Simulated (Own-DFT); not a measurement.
# How strain changes the stress of 2H SiC, 72 atoms (C36Si36)

These are calculations, not measurements. The program, named Own-DFT, is a retired in-house plane-wave density functional code that no person has reviewed. Each row is one single-point run on a periodic cell that was not relaxed, without spin or spin-orbit coupling.

Settings of every run: PBE; PseudoDojo norm-conserving scalar-relativistic files; cutoff 42 hartree; 4 x 4 x 3 k mesh centred on Gamma; Fermi-Dirac smearing of 0.1 eV.

Known limits: forces on such cells passed a denser k mesh, each cell not checked; stress not checked against mesh or cutoff.

Unstrained cell vectors in Å: (9.248, 0.000, 0.000); (-4.624, 8.009, 0.000); (0.000, 0.000, 10.068). The unstrained cell has measured lattice constants (interpolated for alloys), not those of this functional. That, the random moves and any unrelaxed bonds set the pressure at no strain. Each run strains this cell uniformly, with the atoms carried along. Every atom was also moved at random, by a Gaussian of width 0.05 Å on each axis. Strain is the symmetric tensor, in per cent. Stress is positive in tension, and the pressure is minus a third of its trace.

| run | e_xx (%) | e_yy (%) | e_zz (%) | e_yz (%) | e_xz (%) | e_xy (%) | s_xx (GPa) | s_yy (GPa) | s_zz (GPa) | s_yz (GPa) | s_xz (GPa) | s_xy (GPa) | P (GPa) | E (meV/atom) |
|---|---|---|---|---|---|---|---|---|---|---|---|---|---|---|
| 1 | -0.19 | -0.29 | 1.68 | -0.36 | -1.28 | 0.41 | -3.81 | -5.97 | 2.29 | -0.99 | -3.82 | 1.54 | 2.50 | 0.0 |
| 2 | -1.13 | 0.72 | 0.04 | -1.73 | 0.48 | -1.85 | -10.73 | -0.95 | -8.53 | -4.72 | 1.18 | -9.00 | 6.73 | 32.6 |
| 3 | 1.36 | 0.69 | 1.48 | -0.43 | 0.55 | 1.09 | 2.97 | 1.37 | 1.74 | -2.33 | 2.35 | 4.72 | -2.03 | 7.6 |
| 4 | -0.39 | -1.75 | -0.16 | -1.10 | -0.71 | 1.39 | -7.88 | -15.57 | -10.96 | -2.60 | -2.05 | 9.26 | 11.47 | 38.7 |
| 5 | 0.06 | -0.98 | 1.74 | 1.27 | -0.87 | -1.50 | -2.63 | -11.37 | 1.34 | 4.74 | -2.58 | -5.74 | 4.22 | 30.7 |
| 6 | -0.90 | -0.44 | 0.93 | 1.96 | 0.80 | -1.68 | -10.90 | -6.57 | -2.90 | 6.12 | 3.51 | -8.40 | 6.79 | 25.3 |
| 7 | -1.45 | 0.29 | 0.34 | 0.94 | 0.58 | -0.97 | -10.92 | -4.91 | -6.11 | 3.76 | 1.96 | -4.71 | 7.31 | 16.0 |
| 8 | 1.18 | -1.70 | -0.99 | -0.12 | 0.22 | -0.45 | -1.01 | -14.42 | -11.61 | -0.88 | 0.17 | -2.69 | 9.01 | 23.7 |
| 9 | 1.28 | -1.30 | -1.00 | -1.10 | -0.93 | -0.48 | 0.81 | -12.79 | -13.59 | -2.87 | -3.87 | -2.13 | 8.52 | 45.4 |
| 10 | -1.22 | 1.45 | -1.03 | -0.72 | -0.84 | -0.83 | -9.62 | 2.58 | -13.24 | -2.27 | -2.42 | -3.42 | 6.76 | 8.4 |
| 11 | 1.61 | 1.69 | -0.78 | 0.64 | -1.29 | -0.50 | 4.31 | 5.79 | -9.51 | 1.40 | -4.48 | -2.34 | -0.20 | 5.9 |
| 12 | 0.84 | -0.59 | 0.58 | 0.33 | 0.45 | -0.47 | 0.85 | -8.87 | -3.14 | 0.70 | 1.20 | -2.40 | 3.72 | 7.3 |
| 13 | -1.82 | -1.05 | -0.90 | 1.86 | -1.99 | -0.94 | -15.08 | -13.28 | -17.09 | 5.88 | -6.53 | -3.73 | 15.15 | 64.2 |
| 14 | -0.95 | -0.95 | -1.91 | -0.51 | 1.41 | -1.11 | -12.67 | -11.72 | -19.90 | -1.99 | 4.80 | -6.86 | 14.76 | 27.2 |
| 15 | -0.73 | -1.36 | 0.40 | -0.27 | -1.78 | 0.90 | -11.00 | -14.09 | -4.64 | -0.52 | -6.83 | 5.13 | 9.91 | 36.8 |
| 16 | 0.91 | 1.19 | 1.42 | -1.30 | -0.23 | -0.15 | 1.71 | 3.46 | 0.91 | -3.52 | -0.29 | -2.56 | -2.03 | 12.8 |
| 17 | -0.74 | -0.68 | -1.86 | 1.49 | 1.78 | -1.15 | ? | ? | ? | ? | ? | ? | ? | ? |

E is the free energy for each atom above the lowest run shown.

## Worked fit

Each stress component was fitted by least squares to a constant and the strains of the runs shown, as fractions, with shears doubled. Shear strains stay in the fit of a normal stress only where such slopes are resolved. The slopes, in GPa:

| stress | at no strain | per e_xx | per e_yy | per e_zz | scatter |
|---|---|---|---|---|---|
| s_xx | -4.7 | 521 ± 26 | 80 ± 26 | 74 ± 26 | 1.14 |
| s_yy | -5.0 | 65 ± 17 | 611 ± 17 | 35 ± 17 | 0.75 |
| s_zz | -7.6 | 96 ± 27 | 48 ± 27 | 572 ± 28 | 1.19 |

Each shear stress against twice its own strain: yz 141 ± 6, xz 175 ± 7, xy 248 ± 18 GPa. These are stiffnesses along x, y and z of the frame in which the cell vectors are given, which need not be the crystal's axes. The atoms are held to the strained lattice; where symmetry lets them move under strain, relaxing them would lower some slopes. The table should be nearly symmetric about its diagonal, and what it lacks of that shows the noise. A ninth of its sum, 234 ± 5 GPa, estimates the bulk modulus near the mean pressure of these runs, 6.4 GPa, so it lies above the value at zero pressure.

## Withheld run

Question: what normal stresses and pressure should run 17 give?

The fit gives s_xx = -10.5, s_yy = -10.3, s_zz = -19.3 and P = 13.4 GPa. The calculation gave -10.00, -8.65, -22.13 and P = 13.59 GPa.
